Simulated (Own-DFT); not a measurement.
## Calculated data, Si$_{3}$Ge (layered order of Si and Ge on the diamond lattice, atoms displaced), InGa$_{3}$As$_{4}$ (zincblende random alloy, strained, atoms displaced)

All values are calculated (Own-DFT development build). A calculation, not a measurement: plane-wave density functional theory by an unreviewed code, no spin, of a simulated periodic cell, stress positive in tension, run twice, with PBE and with PBEsol, both on files made for PBE, so the change isn't that of files made for PBEsol, forces on such cells passed a denser k mesh, this cell's mesh not checked; the far tail of each file's local potential was reset to the Coulomb form; each entry is a single point on an unrelaxed cell, so the pressure reflects the starting lattice, mostly measured values (interpolated for alloys), from which strain is counted, and rises with the displacements; printed positions are rounded, which can move forces by about a meV/angstrom; the program, named Own-DFT, is a retired in-house code; no spin-orbit coupling; stress was not checked against mesh or cutoff.

Common to all runs: functional PBE, then PBEsol; potential files PseudoDojo norm-conserving, scalar-relativistic, standard set; wave cutoff 42 hartree; occupations Fermi-Dirac; smearing width 0.1 eV; k mesh 3 x 3 x 3 centred on Gamma.

(1) Si$_{3}$Ge (layered order of Si and Ge on the diamond lattice, atoms displaced)

```
Si3Ge
1.0
     10.9755     0.0000     0.0000
      0.0000    10.9755     0.0000
      0.0000     0.0000    10.9755
Ge Si Ge Si Ge Si Ge Si Ge Si Ge Si Ge Si Ge Si Ge Si Ge Si Ge Si Ge Si
1 2 2 2 1 8 1 2 2 2 1 8 1 2 2 2 1 8 1 2 2 2 1 8
Direct
  0.99862 0.99868 0.99624
  0.99708 0.25077 0.24870
  0.25058 0.00336 0.24880
  0.25041 0.25413 0.99880
  0.12549 0.12896 0.12748
  0.12302 0.37145 0.37362
  0.37324 0.11820 0.37463
  0.37419 0.37186 0.12217
  0.00356 0.00131 0.50093
  0.99846 0.25026 0.75261
  0.24799 0.00178 0.74787
  0.25284 0.25051 0.50107
  0.12497 0.12380 0.62307
  0.12740 0.37594 0.87755
  0.37598 0.12163 0.87305
  0.37597 0.37123 0.62427
  0.00133 0.49786 0.99802
  0.00115 0.75355 0.25061
  0.25213 0.50267 0.24906
  0.25100 0.74693 0.00176
  0.12744 0.62500 0.12658
  0.12525 0.87785 0.37650
  0.37392 0.62615 0.37176
  0.37319 0.87181 0.12014
  0.99577 0.50504 0.48951
  0.99861 0.75236 0.75079
  0.25288 0.49659 0.74669
  0.24630 0.74858 0.49706
  0.12501 0.62623 0.62878
  0.12522 0.87325 0.87396
  0.37067 0.62581 0.87707
  0.37191 0.87646 0.62512
  0.49887 0.99961 0.00187
  0.50036 0.25068 0.25118
  0.74538 0.00030 0.25408
  0.74883 0.25449 0.99747
  0.62191 0.12385 0.12337
  0.62529 0.37343 0.37761
  0.86914 0.12708 0.37221
  0.88168 0.37436 0.13017
  0.50100 0.99942 0.50266
  0.50036 0.24989 0.74604
  0.75498 0.00185 0.75124
  0.75307 0.24495 0.49861
  0.62224 0.12130 0.62484
  0.62421 0.37597 0.87776
  0.87396 0.12561 0.87741
  0.87145 0.37351 0.62268
  0.50150 0.49882 0.99779
  0.49833 0.74930 0.24679
  0.75105 0.50302 0.25294
  0.75075 0.75279 0.99774
  0.62081 0.62932 0.12380
  0.62560 0.87599 0.37371
  0.87532 0.62219 0.37245
  0.87719 0.87493 0.12402
  0.49794 0.49400 0.50125
  0.50185 0.75366 0.75297
  0.74805 0.50845 0.75013
  0.75297 0.74793 0.49943
  0.62381 0.62559 0.62395
  0.63196 0.87641 0.87587
  0.87232 0.62547 0.87283
  0.87404 0.87377 0.62726
```

- PBE pressure: 2.49 GPa
- PBE stress xx: -2.49 GPa
- PBE stress yy: -2.48 GPa
- PBE stress zz: -2.49 GPa
- PBE stress yz: -0.21 GPa
- PBE stress xz: -0.54 GPa
- PBE stress xy: 0.14 GPa
- PBEsol pressure: 0.7 GPa
- PBEsol stress xx: -0.71 GPa
- PBEsol stress yy: -0.7 GPa
- PBEsol stress zz: -0.7 GPa
- PBEsol stress yz: -0.22 GPa
- PBEsol stress xz: -0.55 GPa
- PBEsol stress xy: 0.14 GPa
- rms change of force components from PBE to PBEsol: 0.043 eV/Å

Force:
| force element | PBE force x (eV/Å) | PBE force y (eV/Å) | PBE force z (eV/Å) | PBEsol force x (eV/Å) | PBEsol force y (eV/Å) | PBEsol force z (eV/Å) |
| --- | --- | --- | --- | --- | --- | --- |
| Ge | 0.597 | 0.376 | 0.024 | 0.572 | 0.357 | 0.1 |
| Si | 0.495 | -0.68 | 1.185 | 0.484 | -0.665 | 1.063 |
| Si | -0.191 | -0.817 | 0.252 | -0.199 | -0.807 | 0.14 |
| Ge | 0.012 | -1.068 | -0.738 | 0.024 | -1.033 | -0.63 |
| Ge | -0.284 | -0.347 | -0.175 | -0.272 | -0.331 | -0.244 |
| Si | 0.369 | 0.582 | 0.052 | 0.368 | 0.568 | 0.045 |
| Si | 0.606 | 0.934 | 0.278 | 0.602 | 0.92 | 0.273 |
| Ge | 0.51 | 0.726 | 1.165 | 0.486 | 0.701 | 1.051 |
| Si | -0.961 | -0.064 | -0.26 | -0.96 | -0.06 | -0.261 |
| Si | 0.24 | 0.08 | -0.333 | 0.24 | 0.082 | -0.321 |
| Si | 0.023 | -0.291 | 0.216 | 0.018 | -0.284 | 0.221 |
| Si | -0.478 | -0.466 | -0.414 | -0.468 | -0.459 | -0.415 |
| Si | -0.032 | 0.699 | 0.394 | -0.032 | 0.697 | 0.39 |
| Si | -0.218 | -0.036 | -1.332 | -0.213 | -0.036 | -1.208 |
| Si | -0.193 | 0.529 | -0.437 | -0.181 | 0.519 | -0.334 |
| Si | -0.073 | 0.217 | 0.054 | -0.073 | 0.21 | 0.059 |
| Ge | -0.174 | 0.646 | -0.295 | -0.17 | 0.628 | -0.206 |
| Si | 0.044 | -0.369 | 0.507 | 0.041 | -0.363 | 0.405 |
| Si | -0.19 | -0.868 | 0.506 | -0.197 | -0.859 | 0.4 |
| Ge | -0.711 | 0.254 | -0.999 | -0.691 | 0.255 | -0.883 |
| Ge | -0.678 | -0.034 | 0.504 | -0.654 | -0.027 | 0.411 |
| Si | 0.068 | -0.016 | -0.357 | 0.072 | -0.012 | -0.362 |
| Si | 0.284 | -0.244 | 0.569 | 0.288 | -0.239 | 0.562 |
| Ge | 0.084 | 0.578 | 1.301 | 0.078 | 0.557 | 1.185 |
| Si | 0.887 | -1.034 | 1.6 | 0.885 | -1.022 | 1.584 |
| Si | 0.11 | -0.358 | 0.081 | 0.107 | -0.351 | 0.089 |
| Si | -0.304 | 0.312 | 0.372 | -0.294 | 0.305 | 0.37 |
| Si | 0.392 | 0.139 | 0.429 | 0.385 | 0.133 | 0.42 |
| Si | -0.339 | -0.347 | -0.705 | -0.34 | -0.348 | -0.686 |
| Si | 0.22 | 0.118 | -0.408 | 0.222 | 0.116 | -0.303 |
| Si | 0.842 | -0.353 | -1.135 | 0.822 | -0.343 | -1.02 |
| Si | 0.226 | -0.388 | -0.076 | 0.217 | -0.39 | -0.075 |
| Ge | 0.2 | -0.323 | -1.178 | 0.199 | -0.315 | -1.066 |
| Si | -0.264 | -0.309 | 0.51 | -0.264 | -0.306 | 0.408 |
| Si | 0.477 | -0.045 | -0.521 | 0.469 | -0.038 | -0.615 |
| Ge | 0.346 | -0.412 | 0.378 | 0.34 | -0.409 | 0.441 |
| Ge | 0.478 | 0.535 | 0.831 | 0.454 | 0.512 | 0.733 |
| Si | 0.257 | -0.007 | -0.185 | 0.262 | -0.008 | -0.187 |
| Si | 1.032 | -0.6 | 0.13 | 1.028 | -0.599 | 0.115 |
| Ge | -1.25 | 0.614 | -0.316 | -1.218 | 0.61 | -0.39 |
| Si | -0.359 | -0.425 | -0.38 | -0.353 | -0.421 | -0.378 |
| Si | 0.18 | -0.193 | 0.705 | 0.182 | -0.186 | 0.707 |
| Si | -0.538 | -0.034 | -0.196 | -0.527 | -0.027 | -0.191 |
| Si | -0.904 | 0.417 | 0.509 | -0.897 | 0.41 | 0.508 |
| Si | 0.747 | 0.345 | 0.072 | 0.74 | 0.338 | 0.076 |
| Si | 0.121 | 0.222 | -1.622 | 0.12 | 0.217 | -1.498 |
| Si | 0.095 | 0.32 | -0.696 | 0.095 | 0.317 | -0.579 |
| Si | 0.362 | 0.639 | 0.182 | 0.357 | 0.636 | 0.184 |
| Ge | -0.589 | 0.274 | -0.16 | -0.578 | 0.273 | -0.077 |
| Si | -0.061 | 0.516 | 1.009 | -0.055 | 0.511 | 0.889 |
| Si | -0.574 | -0.418 | -0.188 | -0.574 | -0.419 | -0.281 |
| Ge | 0.142 | -0.504 | 0.003 | 0.142 | -0.488 | 0.082 |
| Ge | 0.791 | -0.58 | 0.378 | 0.773 | -0.573 | 0.288 |
| Si | -0.343 | -0.577 | 0.457 | -0.346 | -0.58 | 0.448 |
| Si | -0.207 | 1.255 | -0.315 | -0.208 | 1.252 | -0.329 |
| Ge | -0.462 | 0.294 | 0.955 | -0.454 | 0.288 | 0.846 |
| Si | 0.14 | 0.824 | -0.271 | 0.134 | 0.818 | -0.271 |
| Si | -0.315 | -0.185 | -0.18 | -0.309 | -0.179 | -0.164 |
| Si | -0.102 | -1.253 | -0.245 | -0.104 | -1.241 | -0.237 |
| Si | -0.324 | 0.141 | -0.115 | -0.316 | 0.139 | -0.118 |
| Si | -0.388 | 0.192 | -0.109 | -0.394 | 0.192 | -0.116 |
| Si | -0.767 | 0.466 | -0.713 | -0.749 | 0.451 | -0.602 |
| Si | 0.597 | 0.096 | -0.059 | 0.592 | 0.101 | 0.045 |
| Si | 0.3 | 0.308 | -0.494 | 0.291 | 0.304 | -0.49 |

(2) InGa$_{3}$As$_{4}$ (zincblende random alloy, strained, atoms displaced)

```
InGa3As4
1.0
     11.7321    -0.0870    -0.2181
     -0.0870    11.3433     0.1038
     -0.2181     0.1038    11.6576
Ga As Ga As In Ga As In Ga In As Ga As In Ga In As Ga As Ga In Ga As
4 4 4 4 1 3 4 1 1 2 4 4 4 2 1 1 4 4 4 1 1 2 4
Direct
  0.99829 0.00233 0.99334
  0.99306 0.24604 0.24420
  0.24585 0.00233 0.24341
  0.24763 0.24488 0.00307
  0.12333 0.11463 0.12285
  0.12902 0.37022 0.37337
  0.37294 0.12253 0.36864
  0.38403 0.37075 0.13129
  0.00021 0.99760 0.50089
  0.99446 0.24965 0.74891
  0.25393 0.00265 0.75032
  0.24623 0.24856 0.50411
  0.12544 0.12841 0.62383
  0.12672 0.37826 0.88047
  0.37339 0.12141 0.87909
  0.37656 0.37667 0.61946
  0.99885 0.50537 0.00280
  0.99584 0.74861 0.24742
  0.25023 0.49249 0.25167
  0.24510 0.75037 0.00045
  0.12416 0.62156 0.12190
  0.12092 0.87573 0.37761
  0.37613 0.62758 0.37919
  0.37945 0.86946 0.12275
  0.99338 0.49465 0.49726
  0.00179 0.75312 0.74912
  0.24526 0.50947 0.74991
  0.25594 0.74446 0.50273
  0.12303 0.61938 0.62054
  0.12862 0.87957 0.87143
  0.36818 0.62614 0.86752
  0.37793 0.86687 0.61593
  0.50214 0.99972 0.00111
  0.50077 0.25423 0.24903
  0.74897 0.99633 0.25145
  0.75599 0.24947 0.00089
  0.62253 0.12655 0.11269
  0.62747 0.37753 0.37199
  0.88191 0.12720 0.37659
  0.87132 0.37653 0.12607
  0.50190 0.00526 0.50040
  0.49705 0.25715 0.75016
  0.74409 0.00064 0.75932
  0.75102 0.24989 0.50369
  0.62787 0.12593 0.62909
  0.61831 0.36877 0.87176
  0.88184 0.12642 0.87374
  0.87941 0.37800 0.63289
  0.49950 0.51046 0.00460
  0.51079 0.74866 0.25464
  0.75099 0.50065 0.24534
  0.75050 0.74489 0.99931
  0.62568 0.63058 0.12063
  0.62372 0.88042 0.37553
  0.87524 0.62168 0.37013
  0.88439 0.87142 0.11423
  0.49296 0.49784 0.49930
  0.50680 0.75182 0.74837
  0.75520 0.49968 0.75463
  0.74522 0.75066 0.50497
  0.62680 0.61710 0.62916
  0.62225 0.87898 0.87740
  0.87822 0.62267 0.86616
  0.87463 0.87269 0.63308
```

* PBE pressure: 3.74 GPa
* PBE stress xx: -3.14 GPa
* PBE stress yy: -4.52 GPa
* PBE stress zz: -3.55 GPa
* PBE stress yz: 1.21 GPa
* PBE stress xz: -3.1 GPa
* PBE stress xy: -1.46 GPa
* PBEsol pressure: 0.81 GPa
* PBEsol stress xx: -0.2 GPa
* PBEsol stress yy: -1.63 GPa
* PBEsol stress zz: -0.61 GPa
* PBEsol stress yz: 1.14 GPa
* PBEsol stress xz: -2.97 GPa
* PBEsol stress xy: -1.38 GPa
* rms change of force components from PBE to PBEsol: 0.037 eV/Å

Force:
| force element | PBE force x (eV/Å) | PBE force y (eV/Å) | PBE force z (eV/Å) | PBEsol force x (eV/Å) | PBEsol force y (eV/Å) | PBEsol force z (eV/Å) |
| --- | --- | --- | --- | --- | --- | --- |
| Ga | 0.662 | -0.681 | -0.047 | 0.64 | -0.649 | -0.036 |
| Ga | 0.94 | -0.037 | 0.137 | 0.896 | -0.026 | 0.153 |
| Ga | 0.625 | -1.161 | 0.618 | 0.593 | -1.099 | 0.604 |
| Ga | 0.279 | 0.154 | 0.045 | 0.262 | 0.153 | 0.041 |
| As | -0.595 | 1.28 | -0.245 | -0.562 | 1.225 | -0.247 |
| As | -0.379 | -0.402 | -0.53 | -0.364 | -0.388 | -0.503 |
| As | -0.797 | 1.287 | -0.408 | -0.753 | 1.229 | -0.391 |
| As | -1.272 | 1 | -1.086 | -1.221 | 0.953 | -1.036 |
| Ga | 0.054 | -0.197 | 0.19 | 0.055 | -0.17 | 0.178 |
| Ga | 1.33 | 0.038 | 0.338 | 1.271 | 0.052 | 0.331 |
| Ga | 0.07 | -0.402 | -0.599 | 0.051 | -0.372 | -0.556 |
| Ga | 0.686 | -0.147 | -0.661 | 0.648 | -0.122 | -0.636 |
| As | -0.363 | -0.335 | 0.517 | -0.34 | -0.333 | 0.487 |
| As | -0.339 | -1.534 | -0.196 | -0.329 | -1.476 | -0.194 |
| As | -0.364 | 0.055 | 0.35 | -0.342 | 0.044 | 0.323 |
| As | -1.323 | 0.457 | -0.796 | -1.266 | 0.432 | -0.768 |
| In | -0.42 | -1.388 | -0.775 | -0.402 | -1.334 | -0.752 |
| Ga | 0.712 | -0.102 | 0.13 | 0.681 | -0.089 | 0.124 |
| Ga | 0.464 | 0.314 | -0.241 | 0.44 | 0.305 | -0.222 |
| Ga | 0.443 | -0.18 | -0.217 | 0.426 | -0.164 | -0.212 |
| As | 1.555 | 1.612 | 2.054 | 1.492 | 1.546 | 1.965 |
| As | -0.225 | 0.337 | -0.832 | -0.212 | 0.313 | -0.802 |
| As | 0.865 | -0.976 | -1.765 | 0.84 | -0.959 | -1.68 |
| As | -0.24 | 0.284 | 0.421 | -0.227 | 0.274 | 0.391 |
| In | 1.006 | -0.531 | -0.561 | 0.976 | -0.497 | -0.527 |
| Ga | 0.569 | -0.468 | -0.086 | 0.531 | -0.44 | -0.079 |
| In | 0.127 | -2.436 | -0.502 | 0.117 | -2.338 | -0.48 |
| In | -1.732 | -0.345 | -0.958 | -1.67 | -0.327 | -0.922 |
| As | -1.56 | 1.865 | 0.18 | -1.48 | 1.788 | 0.173 |
| As | -0.384 | -0.092 | 0.165 | -0.371 | -0.105 | 0.156 |
| As | 1.482 | 1.33 | 2.782 | 1.439 | 1.277 | 2.675 |
| As | -0.048 | 2.421 | 1.96 | -0.023 | 2.322 | 1.887 |
| Ga | -0.505 | -0.513 | -0.231 | -0.487 | -0.479 | -0.225 |
| Ga | 0.726 | -1.096 | 0.498 | 0.681 | -1.032 | 0.478 |
| Ga | 0.474 | 0.396 | -0.722 | 0.441 | 0.396 | -0.682 |
| Ga | -0.413 | -0.107 | -0.608 | -0.417 | -0.096 | -0.579 |
| As | 0.601 | 0.209 | 1.429 | 0.585 | 0.186 | 1.368 |
| As | -0.869 | 0.806 | -0.334 | -0.834 | 0.755 | -0.326 |
| As | -0.363 | -0.75 | -0.506 | -0.35 | -0.728 | -0.488 |
| As | -0.48 | -0.426 | 0.457 | -0.453 | -0.421 | 0.431 |
| In | -0.244 | -0.331 | -0.121 | -0.242 | -0.33 | -0.121 |
| In | -0.78 | -2.093 | -0.802 | -0.749 | -2.013 | -0.771 |
| Ga | 0.694 | -0.077 | -0.378 | 0.659 | -0.065 | -0.361 |
| In | 0.538 | -0.03 | -0.367 | 0.517 | -0.017 | -0.348 |
| As | 0.209 | -0.245 | 1.153 | 0.199 | -0.242 | 1.098 |
| As | 2.475 | 2.503 | 2.402 | 2.405 | 2.406 | 2.303 |
| As | -1.059 | 0.218 | 0.03 | -1.017 | 0.198 | 0.027 |
| As | -0.981 | -0.12 | 1.012 | -0.942 | -0.135 | 0.957 |
| Ga | -0.514 | -0.913 | -0.784 | -0.5 | -0.876 | -0.749 |
| Ga | -0.751 | -0.093 | -0.288 | -0.734 | -0.066 | -0.277 |
| Ga | -0.314 | -0.088 | 0.072 | -0.298 | -0.08 | 0.081 |
| Ga | 0.476 | 0.423 | -0.689 | 0.452 | 0.428 | -0.653 |
| As | 0.241 | -0.149 | 0.727 | 0.24 | -0.159 | 0.695 |
| As | 1.023 | -0.823 | -0.281 | 0.988 | -0.809 | -0.273 |
| As | -1.359 | 1.487 | -0.569 | -1.297 | 1.407 | -0.561 |
| As | -1.041 | 0.291 | 0.544 | -0.999 | 0.258 | 0.522 |
| Ga | 0.97 | 0.011 | -0.306 | 0.92 | 0.024 | -0.281 |
| In | -0.253 | -0.771 | -0.047 | -0.262 | -0.74 | -0.049 |
| Ga | -0.696 | -0.813 | -0.214 | -0.67 | -0.767 | -0.214 |
| Ga | 0.33 | -0.297 | -0.258 | 0.308 | -0.273 | -0.236 |
| As | 0.404 | -0.343 | -0.984 | 0.39 | -0.318 | -0.944 |
| As | 1.006 | 0.494 | 1.256 | 0.976 | 0.466 | 1.192 |
| As | -0.892 | 1.489 | 0.085 | -0.856 | 1.413 | 0.087 |
| As | -0.481 | 0.73 | -0.556 | -0.452 | 0.683 | -0.542 |

(3) InGa$_{3}$As$_{4}$ (zincblende random alloy, strained, atoms displaced)

```
InGa3As4
1.0
     11.5733     0.1636     0.0191
      0.1636    11.6073    -0.1657
      0.0191    -0.1657    11.5381
In Ga In Ga As Ga In Ga As Ga As In Ga As Ga As Ga In Ga In As Ga As Ga In As
1 1 1 1 4 2 1 1 4 4 4 2 2 4 4 4 1 1 1 1 4 4 4 3 1 4
Direct
  0.99821 0.99399 0.00213
  0.98924 0.25213 0.24904
  0.24247 0.99723 0.24903
  0.25201 0.24909 0.99910
  0.13188 0.13114 0.12497
  0.12903 0.38145 0.37824
  0.37943 0.12951 0.37248
  0.37441 0.37527 0.12536
  0.99977 0.99983 0.50523
  0.00308 0.25115 0.74460
  0.24712 0.00389 0.75125
  0.24997 0.24635 0.50250
  0.12681 0.12694 0.62297
  0.12457 0.37457 0.87672
  0.37344 0.12588 0.87858
  0.37552 0.37288 0.62715
  0.00151 0.49788 0.99315
  0.00068 0.74600 0.25471
  0.24138 0.50131 0.25472
  0.24896 0.74686 0.99784
  0.12611 0.61752 0.12377
  0.12418 0.87646 0.36489
  0.38248 0.62691 0.38231
  0.36816 0.87850 0.12143
  0.00389 0.50618 0.49828
  0.99660 0.74853 0.75045
  0.25033 0.50169 0.74750
  0.25870 0.75146 0.50265
  0.12392 0.62664 0.62297
  0.12606 0.86792 0.87601
  0.37431 0.62817 0.86530
  0.37384 0.86811 0.62105
  0.50889 0.99963 0.99881
  0.49905 0.25081 0.24407
  0.74324 0.99796 0.25038
  0.74851 0.24652 0.00442
  0.63014 0.12302 0.12670
  0.62704 0.37440 0.37453
  0.87808 0.12140 0.38223
  0.87385 0.37040 0.12447
  0.50071 0.99524 0.49927
  0.50419 0.25222 0.75585
  0.75213 0.99639 0.74856
  0.74837 0.25544 0.50024
  0.62887 0.12820 0.61531
  0.62437 0.37904 0.87225
  0.87591 0.12424 0.87121
  0.87080 0.38471 0.62531
  0.49825 0.50249 0.99820
  0.50074 0.74467 0.25542
  0.74363 0.50128 0.24930
  0.75117 0.75215 0.99929
  0.62503 0.61814 0.11675
  0.63107 0.86992 0.37195
  0.87458 0.62647 0.36874
  0.87443 0.87584 0.11999
  0.50494 0.50362 0.49898
  0.50179 0.74467 0.75486
  0.74180 0.49221 0.75640
  0.75317 0.75304 0.50333
  0.63212 0.62678 0.61853
  0.62665 0.86831 0.88337
  0.88215 0.62527 0.87244
  0.87465 0.88209 0.62593
```

- PBE pressure: 3.57 GPa
- PBE stress xx: -3.5 GPa
- PBE stress yy: -3.52 GPa
- PBE stress zz: -3.69 GPa
- PBE stress yz: -1.32 GPa
- PBE stress xz: 0.43 GPa
- PBE stress xy: 1.25 GPa
- PBEsol pressure: 0.65 GPa
- PBEsol stress xx: -0.57 GPa
- PBEsol stress yy: -0.59 GPa
- PBEsol stress zz: -0.77 GPa
- PBEsol stress yz: -1.29 GPa
- PBEsol stress xz: 0.4 GPa
- PBEsol stress xy: 1.23 GPa
- rms change of force components from PBE to PBEsol: 0.035 eV/Å

Force:
| force element | PBE force x (eV/Å) | PBE force y (eV/Å) | PBE force z (eV/Å) | PBEsol force x (eV/Å) | PBEsol force y (eV/Å) | PBEsol force z (eV/Å) |
| --- | --- | --- | --- | --- | --- | --- |
| In | 0.576 | 1.333 | -0.022 | 0.558 | 1.279 | -0.036 |
| Ga | 1.041 | -0.404 | 0.527 | 1.014 | -0.39 | 0.487 |
| In | 0.844 | 1.367 | 0.413 | 0.82 | 1.321 | 0.375 |
| Ga | -0.279 | 0.463 | 0.449 | -0.261 | 0.438 | 0.432 |
| As | -1.215 | 1.19 | -0.469 | -1.184 | 1.124 | -0.446 |
| As | 0.548 | -2.16 | -1.156 | 0.515 | -2.062 | -1.105 |
| As | 0.295 | -0.218 | 0.47 | 0.263 | -0.218 | 0.462 |
| As | -0.067 | 0.403 | -0.235 | -0.07 | 0.374 | -0.224 |
| Ga | 0.336 | -0.113 | -0.409 | 0.318 | -0.098 | -0.407 |
| Ga | -0.734 | 0.431 | 0.345 | -0.697 | 0.412 | 0.329 |
| In | 0.147 | -0.873 | 0.284 | 0.149 | -0.846 | 0.265 |
| Ga | 0.275 | 0.567 | -0.32 | 0.28 | 0.551 | -0.314 |
| As | -0.76 | 0.472 | -0.942 | -0.739 | 0.452 | -0.889 |
| As | 0.646 | -0.305 | -0.757 | 0.611 | -0.289 | -0.723 |
| As | 1.03 | -0.218 | 0.809 | 0.984 | -0.198 | 0.777 |
| As | -0.422 | 0.866 | -1.059 | -0.417 | 0.833 | -0.998 |
| Ga | -0.455 | 0.042 | 0.84 | -0.417 | 0.042 | 0.796 |
| Ga | -0.236 | 0.168 | -0.854 | -0.221 | 0.162 | -0.828 |
| Ga | 1.074 | 0.061 | 0.022 | 1.031 | 0.048 | 0.01 |
| Ga | 0.136 | -0.053 | 0.365 | 0.137 | -0.036 | 0.332 |
| As | -0.17 | 0.607 | -0.23 | -0.172 | 0.585 | -0.207 |
| As | -1.006 | -1.476 | 2.389 | -0.976 | -1.415 | 2.305 |
| As | -0.624 | -0.451 | -0.873 | -0.6 | -0.422 | -0.824 |
| As | 1.998 | -1.515 | -0.914 | 1.904 | -1.461 | -0.869 |
| In | -1.277 | -0.122 | 0.271 | -1.224 | -0.114 | 0.256 |
| In | 0.095 | 0.703 | -0.282 | 0.108 | 0.675 | -0.273 |
| Ga | -0.355 | -0.212 | -0.001 | -0.325 | -0.201 | -0.013 |
| Ga | -1.298 | -0.316 | -0.563 | -1.223 | -0.312 | -0.542 |
| As | 2.346 | 0.423 | 0.044 | 2.243 | 0.403 | 0.053 |
| As | 1.001 | -0.148 | 0.126 | 0.945 | -0.136 | 0.129 |
| As | -0.005 | -0.576 | 0.809 | -0.011 | -0.554 | 0.79 |
| As | 1.416 | 0.5 | 0.4 | 1.346 | 0.486 | 0.387 |
| Ga | -1.038 | 0.172 | 0.527 | -0.997 | 0.161 | 0.505 |
| Ga | 0.079 | 0.153 | 0.413 | 0.081 | 0.145 | 0.395 |
| Ga | 0.927 | -0.079 | 0.305 | 0.902 | -0.084 | 0.281 |
| Ga | 0.184 | 0.211 | -0.54 | 0.199 | 0.201 | -0.52 |
| As | -0.455 | 0.187 | -0.26 | -0.449 | 0.179 | -0.249 |
| As | -1.186 | 1.012 | -1.437 | -1.143 | 0.984 | -1.369 |
| As | 0.39 | -0.548 | -1.488 | 0.359 | -0.513 | -1.423 |
| As | -0.236 | 0.849 | -0.339 | -0.243 | 0.803 | -0.308 |
| Ga | -0.058 | 0.254 | -0.19 | -0.041 | 0.251 | -0.199 |
| In | -0.704 | -0.97 | -0.547 | -0.68 | -0.923 | -0.547 |
| Ga | -0.863 | 0.829 | 0.5 | -0.795 | 0.807 | 0.466 |
| In | 0.722 | -0.026 | 0.182 | 0.7 | -0.032 | 0.171 |
| As | -0.615 | -2.169 | 1.046 | -0.601 | -2.08 | 1.024 |
| As | 0.896 | 0.235 | 1.974 | 0.848 | 0.228 | 1.896 |
| As | -0.455 | 0.661 | -0.576 | -0.447 | 0.618 | -0.539 |
| As | 0.81 | -0.387 | 1.068 | 0.766 | -0.383 | 1.03 |
| Ga | -0.62 | -0.182 | -0.146 | -0.572 | -0.177 | -0.15 |
| Ga | -0.124 | 0.358 | -0.849 | -0.107 | 0.34 | -0.81 |
| Ga | 0.305 | -0.275 | -0.132 | 0.302 | -0.273 | -0.138 |
| Ga | 0.406 | -0.842 | 0.419 | 0.399 | -0.8 | 0.391 |
| As | 0.129 | 0.87 | 0.503 | 0.114 | 0.835 | 0.504 |
| As | -1.309 | 0.994 | -0.771 | -1.271 | 0.961 | -0.726 |
| As | -0.033 | -0.294 | -1.141 | -0.026 | -0.275 | -1.073 |
| As | -0.942 | -1.232 | 1.757 | -0.917 | -1.179 | 1.687 |
| Ga | -0.261 | -0.527 | 0.443 | -0.239 | -0.497 | 0.409 |
| Ga | 0.252 | 0.396 | -0.697 | 0.24 | 0.372 | -0.678 |
| Ga | 0.771 | 1.3 | -0.448 | 0.761 | 1.245 | -0.456 |
| In | 0.359 | 0.088 | -0.194 | 0.348 | 0.081 | -0.205 |
| As | -1.083 | -1.164 | 1.729 | -1.058 | -1.123 | 1.675 |
| As | 0.044 | 0.394 | -1.45 | 0.038 | 0.379 | -1.385 |
| As | -1.927 | -1.281 | 1.013 | -1.86 | -1.227 | 0.984 |
| As | 0.736 | 0.574 | -0.153 | 0.698 | 0.539 | -0.135 |
